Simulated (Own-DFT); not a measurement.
## Calculated data, HfO₂ (monoclinic hafnia, atoms displaced)

A calculation, not a measurement: plane-wave PBE density functional theory by an unreviewed code, no spin, of a simulated periodic cell, stress positive in tension, free energy of the whole cell less one offset for each atom, hafnium file: forces about 75 meV/angstrom off all-electron values; oxygen file: force components 24 meV/angstrom off all-electron in one glass; forces on such cells passed a denser k mesh, this cell's mesh not checked; offsets are fitted by least squares, one for each functional and potential file, so energies compare only between cells with the same atoms and settings and are not formation energies; the far tail of each file's local potential was reset to the Coulomb form; each entry is a single point on an unrelaxed cell, so the pressure reflects the starting lattice, mostly measured values, from which strain is counted, and rises with the displacements; printed positions are rounded, which can move forces by about a meV/angstrom; the program is a retired in-house code; no spin-orbit coupling; before rounding, a Quantum ESPRESSO 7.3.1 run of the same cell and cutoff gave forces within 1 meV/angstrom rms on each cell, which checks the program and not the settings. Program: Own-DFT development build.

Settings shared by all entries: functional PBE; potential files PseudoDojo norm-conserving, scalar-relativistic, standard set; wave cutoff 72 hartree; occupations Fermi-Dirac; smearing width 0.1 eV; k mesh 2 x 2 x 2 centred on Gamma.

(1) HfO₂ (monoclinic hafnia, atoms displaced)

```xyz
96
Lattice="10.2340 0.0000 0.0000 0.0000 10.3500 0.0000 -1.6955 0.0000 10.4453" Properties=species:S:1:pos:R:3 HfO2
Hf     1.2213     0.2067     1.1078
Hf     3.4414     2.7654     1.5304
Hf     3.0308     5.0147     4.0981
Hf     0.7934     2.3806     3.6942
O      0.0950     1.7418     1.8117
O      4.6392     4.3033     0.8211
O      4.2364     3.4405     3.4325
O     -0.3458     0.8812     4.3820
O      1.8861     3.9097     2.5350
O      2.7983     1.3368     0.0954
O      2.3619     1.2699     2.6881
O      1.4413     3.8643     5.1467
Hf     0.3811     0.1850     6.3146
Hf     2.5906     2.7660     6.7630
Hf     2.2034     4.9400     9.3461
Hf    -0.0289     2.3987     8.9305
O     -0.7388     1.7201     7.0607
O      3.7819     4.2759     6.0240
O      3.3577     3.4555     8.6513
O     -1.1825     0.8661     9.6345
O      1.0252     3.9131     7.7242
O      1.9634     1.3324     5.3076
O      1.5613     1.2292     7.9157
O      0.6153     3.8697    10.3480
Hf     1.2119     5.3652     1.0911
Hf     3.4488     7.9788     1.5023
Hf     3.0336    10.1347     4.1390
Hf     0.8057     7.5756     3.7140
O      0.0613     6.8935     1.8258
O      4.6283     9.4888     0.7930
O      4.1706     8.6290     3.3825
O     -0.3773     6.0452     4.4267
O      1.8606     9.0712     2.5062
O      2.7921     6.4714     0.1183
O      2.3636     6.4239     2.6891
O      1.4620     9.0432     5.1118
Hf     0.3775     5.3817     6.3309
Hf     2.6386     7.9765     6.7797
Hf     2.1892    10.1281     9.3449
Hf    -0.0301     7.5456     8.9146
O     -0.7887     6.8695     7.0517
O      3.7455     9.5007     6.0169
O      3.3379     8.6347     8.6794
O     -1.1676     6.0305     9.6466
O      1.0216     9.0627     7.7376
O      1.9359     6.5052     5.3439
O      1.4989     6.4094     7.9242
O      0.5831     8.9926    10.3652
Hf     6.3847     0.2068     1.0882
Hf     8.5665     2.7845     1.5064
Hf     8.1558     4.9824     4.1623
Hf     5.9113     2.3884     3.6875
O      5.1900     1.7180     1.8163
O      9.7312     4.3048     0.7684
O      9.3160     3.4511     3.4055
O      4.7896     0.8441     4.4402
O      7.0263     3.9545     2.5140
O      7.9196     1.3525     0.0781
O      7.4732     1.2502     2.7701
O      6.5675     3.8801     5.1007
Hf     5.5114     0.1996     6.2920
Hf     7.7186     2.7947     6.7626
Hf     7.3039     4.9566     9.3727
Hf     5.0667     2.4129     8.9229
O      4.3755     1.7052     7.0495
O      8.8949     4.3165     5.9916
O      8.4861     3.4432     8.6173
O      3.9472     0.8577     9.6568
O      6.1935     3.9210     7.7631
O      7.0833     1.3333     5.3360
O      6.6633     1.2557     7.9211
O      5.7654     3.8268    10.3628
Hf     6.3740     5.3923     1.0953
Hf     8.5677     7.9809     1.5445
Hf     8.1356    10.1478     4.1554
Hf     5.9651     7.5122     3.6797
O      5.2327     6.9276     1.8207
O      9.7381     9.4635     0.8086
O      9.2975     8.6509     3.4267
O      4.7604     6.0517     4.4251
O      6.9974     9.1233     2.5272
O      7.9148     6.4904     0.1131
O      7.5077     6.4489     2.7338
O      6.5729     9.0478     5.1198
Hf     5.5018     5.3838     6.3081
Hf     7.7026     7.9681     6.7165
Hf     7.3090    10.1778     9.3256
Hf     5.0687     7.5789     8.8879
O      4.3992     6.8969     7.0257
O      8.8451     9.4969     6.0347
O      8.4196     8.6207     8.6264
O      3.9112     6.0226     9.6367
O      6.1612     9.0888     7.7105
O      7.0607     6.5365     5.3276
O      6.6543     6.4116     7.9598
O      5.6860     9.0154    10.3807
```

Results for HfO₂ (monoclinic hafnia, atoms displaced): free energy of cell above offsets -98.284 eV; pressure 3.73 GPa; stress xx -3.65 GPa; stress yy -3.59 GPa; stress zz -3.95 GPa; stress yz -0.14 GPa; stress xz -0.03 GPa; stress xy 0.3 GPa.

Force:
```
element  x (eV/Å)  y (eV/Å)  z (eV/Å)
     Hf     0.007    -0.135    -0.348
     Hf     0.443     0.599     0.026
     Hf    -0.131    -1.198     0.763
     Hf     0.295     0.481     0.456
      O    -0.611    -0.008    -0.532
      O     -0.06    -0.093    -0.056
      O    -0.917     0.627    -0.128
      O    -0.378    -0.624     0.607
      O     0.164     0.202    -0.341
      O     0.171    -0.077     0.007
      O     0.408    -0.514     0.406
      O     0.254    -0.233    -0.389
     Hf    -0.107     0.497    -0.345
     Hf     0.354     0.394    -0.877
     Hf    -0.441      0.61     0.736
     Hf     0.024    -0.303    -0.032
      O    -0.467     0.001    -0.523
      O     0.182     0.326     0.167
      O         0    -0.273    -0.157
      O    -0.401    -0.179     0.015
      O     0.247    -0.249     0.279
      O    -0.017     0.058     0.336
      O     0.022    -0.038     0.315
      O     0.016    -0.513    -0.077
     Hf      0.35     0.449     0.032
     Hf     0.184    -0.088     0.186
     Hf     0.167     0.171     -0.48
     Hf     -0.28    -0.436    -0.247
      O    -0.255     0.023    -0.069
      O    -0.106         0     0.042
      O     0.453    -0.175     0.393
      O     0.341     0.472    -0.084
      O     0.008     0.334    -0.031
      O     0.426     0.431    -0.087
      O     0.177     0.111     0.454
      O    -0.151    -0.323      0.22
     Hf     0.146    -0.105    -0.491
     Hf    -0.508    -0.283    -0.757
     Hf    -0.166     0.659     0.902
     Hf    -0.676    -0.223     0.368
      O    -0.569     0.465    -0.275
      O     0.206    -0.341     0.522
      O     0.268    -0.527    -0.664
      O    -0.657    -0.183    -0.159
      O     0.227     0.272    -0.228
      O      0.45     0.413    -0.074
      O     0.693     0.143     0.358
      O     0.359     0.255    -0.385
     Hf    -0.569     0.009      0.17
     Hf     0.152     0.359     0.702
     Hf     0.167    -0.667    -0.606
     Hf     0.383    -0.139     0.411
      O    -0.193    -0.022    -0.256
      O     0.206    -0.311      0.56
      O    -0.095     0.199    -0.003
      O    -0.471     0.069    -0.426
      O    -0.078    -0.259    -0.219
      O     0.297    -0.206     0.414
      O      0.44     0.286    -0.888
      O     0.005    -0.289     0.368
     Hf      0.13     0.401     0.189
     Hf     0.429     0.018    -0.477
     Hf     0.238      0.39    -0.339
     Hf     0.331    -0.823      0.01
      O    -0.727     0.406    -0.127
      O    -0.208     -0.47     0.692
      O      0.03     0.201      0.35
      O    -0.567     0.022    -0.456
      O    -0.407     0.018    -0.392
      O     0.054     0.331      0.27
      O     0.125     0.012     0.233
      O    -0.459     0.132    -0.236
     Hf    -0.419    -0.089    -0.103
     Hf     0.087     -0.01    -0.371
     Hf    -0.059     0.276    -0.363
     Hf    -0.776     1.196     0.193
      O    -0.442    -0.233    -0.432
      O     0.041     0.447     -0.12
      O     0.435    -0.343     0.135
      O    -0.177    -0.002    -0.145
      O     0.042    -0.317    -0.022
      O     0.159       0.3     0.003
      O     0.174      -0.1      0.02
      O    -0.226     -0.63    -0.229
     Hf     0.118    -0.821    -0.038
     Hf     0.382     0.005     0.805
     Hf     0.129    -0.723     0.492
     Hf     0.854    -0.712     1.273
      O    -1.225      0.77    -0.079
      O     0.807     0.168     0.236
      O     0.577    -0.058     0.197
      O     0.131     0.393    -0.336
      O    -0.461     0.028     0.152
      O     0.053     -0.27    -0.051
      O     0.005     0.209    -0.238
      O     0.431    -0.024    -0.677
```

(2) HfO₂ (monoclinic hafnia, atoms displaced)

```xyz
96
Lattice="10.2340 0.0000 0.0000 0.0000 10.3500 0.0000 -1.6955 0.0000 10.4453" Properties=species:S:1:pos:R:3 HfO2
Hf     1.2245     0.2002     1.1555
Hf     3.4803     2.7907     1.5464
Hf     3.0275     4.9627     4.1207
Hf     0.8045     2.3867     3.7009
O      0.0903     1.7372     1.8119
O      4.6199     4.2851     0.7813
O      4.1874     3.4751     3.3974
O     -0.3552     0.8985     4.4127
O      1.9029     3.9377     2.5269
O      2.7611     1.3696     0.1347
O      2.4015     1.2409     2.7210
O      1.4930     3.8302     5.1285
Hf     0.3950     0.2208     6.2959
Hf     2.6191     2.7826     6.7602
Hf     2.2198     4.9712     9.3462
Hf    -0.0360     2.3703     8.9344
O     -0.7842     1.7248     7.0600
O      3.8002     4.2940     6.0137
O      3.3519     3.4581     8.6187
O     -1.2023     0.8823     9.6213
O      1.0698     3.9005     7.7497
O      1.9605     1.2842     5.3504
O      1.5371     1.2533     7.9142
O      0.5823     3.8609    10.3353
Hf     1.2363     5.3768     1.0675
Hf     3.4647     7.9527     1.5093
Hf     2.9890    10.1542     4.1409
Hf     0.8000     7.5744     3.6936
O      0.0715     6.9040     1.8090
O      4.6097     9.4941     0.8071
O      4.1609     8.6297     3.4127
O     -0.3342     6.0411     4.4230
O      1.8998     9.0832     2.5151
O      2.8396     6.4980     0.1308
O      2.3897     6.4266     2.7228
O      1.4731     8.9878     5.1597
Hf     0.3885     5.3772     6.3070
Hf     2.6006     7.9764     6.7573
Hf     2.1880    10.1370     9.3501
Hf    -0.0194     7.5356     8.9281
O     -0.7296     6.9031     7.0558
O      3.7837     9.4725     6.0329
O      3.3143     8.6413     8.6491
O     -1.1903     6.0628     9.6360
O      1.0418     9.0977     7.7235
O      1.9584     6.5127     5.3135
O      1.5538     6.4237     7.9277
O      0.6464     9.0330    10.3376
Hf     6.3455     0.1946     1.0834
Hf     8.5535     2.7821     1.4985
Hf     8.1758     4.9127     4.1507
Hf     5.9392     2.3900     3.7052
O      5.1984     1.7029     1.7607
O      9.6902     4.2789     0.8323
O      9.2976     3.4427     3.4110
O      4.7463     0.8883     4.4379
O      7.0173     3.9022     2.4697
O      7.9023     1.3124     0.1081
O      7.4883     1.2410     2.7207
O      6.6008     3.8432     5.0938
Hf     5.4949     0.2605     6.3054
Hf     7.7256     2.7959     6.7286
Hf     7.2940     4.9521     9.3683
Hf     5.0758     2.3594     8.8734
O      4.3000     1.7297     7.0130
O      8.8761     4.3011     6.0192
O      8.4675     3.4441     8.6475
O      3.9055     0.8719     9.6598
O      6.1713     3.9490     7.7075
O      7.0968     1.3196     5.3506
O      6.6290     1.2282     7.9015
O      5.7610     3.8358    10.3555
Hf     6.3392     5.3753     1.0925
Hf     8.5702     7.9484     1.5083
Hf     8.1723    10.1231     4.1464
Hf     5.9096     7.5400     3.6928
O      5.2211     6.8710     1.7812
O      9.7273     9.4752     0.8233
O      9.2979     8.6274     3.4326
O      4.7640     6.0359     4.4149
O      7.0134     9.0875     2.5123
O      7.9082     6.5299     0.1010
O      7.5149     6.4109     2.7102
O      6.5911     9.0093     5.1289
Hf     5.5027     5.3519     6.3529
Hf     7.7049     7.9911     6.7281
Hf     7.3063    10.1292     9.3691
Hf     5.0775     7.5531     8.9146
O      4.3716     6.9179     7.0533
O      8.8981     9.4667     6.0197
O      8.4900     8.6236     8.6240
O      3.9045     6.0418     9.6661
O      6.1507     9.1558     7.7630
O      7.0673     6.5001     5.3291
O      6.6471     6.4084     7.9072
O      5.7435     9.0170    10.3275
```

The calculation gives: free energy of cell above offsets -98.367 eV; pressure 3.89 GPa; stress xx -3.77 GPa; stress yy -3.91 GPa; stress zz -4 GPa; stress yz -0.1 GPa; stress xz -0.05 GPa; stress xy -0.06 GPa.

Force:
```
element  x (eV/Å)  y (eV/Å)  z (eV/Å)
     Hf     0.168     0.278    -1.388
     Hf    -0.394     0.127    -0.704
     Hf     0.053     0.497     0.375
     Hf     0.204     0.261    -0.128
      O    -0.194    -0.071    -0.004
      O     0.244     0.074     0.162
      O     0.878    -0.562     0.191
      O    -0.112    -0.319     0.091
      O    -0.379    -0.204     -0.29
      O     0.288     -0.39    -0.087
      O    -0.265     0.163      0.33
      O    -0.347    -0.237    -0.104
     Hf    -0.269    -0.228     0.789
     Hf    -0.825     0.614    -0.444
     Hf    -0.837    -0.322     0.159
     Hf     0.106     0.102     0.188
      O    -0.122    -0.144    -0.639
      O    -0.088    -0.134     0.265
      O     0.693    -0.191     0.198
      O    -0.425     -0.56     0.486
      O    -0.337     0.368    -0.419
      O     0.024     0.506    -0.291
      O     0.073    -0.095     0.419
      O     0.206     0.145     0.079
     Hf    -0.019    -0.111     0.398
     Hf     0.158     0.385     0.275
     Hf     0.955    -0.692     0.323
     Hf     0.249    -0.683     0.262
      O     0.026    -0.122    -0.203
      O     0.221    -0.188      0.13
      O     0.611     -0.21     0.075
      O    -0.359    -0.265    -0.038
      O    -0.476     0.166    -0.034
      O     -0.22     -0.06    -0.301
      O    -0.117     0.124    -0.248
      O    -0.317     0.388    -0.609
     Hf     0.271     0.353     0.178
     Hf      0.18    -0.034    -0.329
     Hf    -0.458      0.27     0.222
     Hf    -0.011      0.55    -0.232
      O    -0.658    -0.055     -0.56
      O     0.169     0.212     0.047
      O     0.766    -0.501      0.11
      O    -0.572    -0.594     0.307
      O    -0.148     0.133    -0.059
      O     0.061    -0.139       0.3
      O      0.13    -0.127     0.281
      O    -0.432     -0.27     0.125
     Hf     0.205    -0.155     0.236
     Hf    -0.126    -0.307     0.233
     Hf    -0.354     1.369    -0.647
     Hf    -0.184    -0.462    -0.501
      O    -0.296     0.528     0.688
      O     1.137     0.959    -0.289
      O     0.569     -0.37     0.152
      O     0.005     0.237    -0.358
      O    -0.351    -0.116     0.406
      O     0.274     0.189    -0.274
      O     0.042     0.082     0.255
      O    -0.354    -0.342     0.131
     Hf     0.007     -1.22    -0.172
     Hf     0.437    -0.235     0.555
     Hf     0.364     0.123    -0.107
     Hf    -0.015    -0.027     1.064
      O     0.565    -0.195     0.239
      O     0.539     0.061     0.288
      O    -0.299     0.307     0.004
      O     0.043     0.258    -0.631
      O    -0.092    -0.859     0.425
      O    -0.143     0.305    -0.293
      O     0.006     0.726     0.408
      O    -0.529    -0.249     -0.89
     Hf     0.543    -0.158     0.035
     Hf    -0.323      0.18     0.381
     Hf    -0.679     0.031    -0.287
     Hf      0.24    -0.023     0.296
      O    -0.761     0.689     0.275
      O     0.389     0.251     0.036
      O     0.528    -0.194    -0.064
      O     -0.14    -0.083    -0.056
      O    -0.143    -0.056    -0.168
      O     0.121    -0.399    -0.239
      O    -0.034    -0.094     0.228
      O    -0.225     0.121    -0.127
     Hf    -0.075     1.227    -1.195
     Hf     0.265    -0.392     0.384
     Hf     0.387     0.007     -0.22
     Hf     0.024     0.186     0.063
      O    -0.441    -0.164     -0.26
      O     0.365     0.264     0.017
      O    -0.208     0.141      0.21
      O     0.237     0.219    -0.448
      O     0.054     -0.72    -0.405
      O     0.116     0.022     0.124
      O     0.193     0.245     0.745
      O    -0.235    -0.113     0.096
```
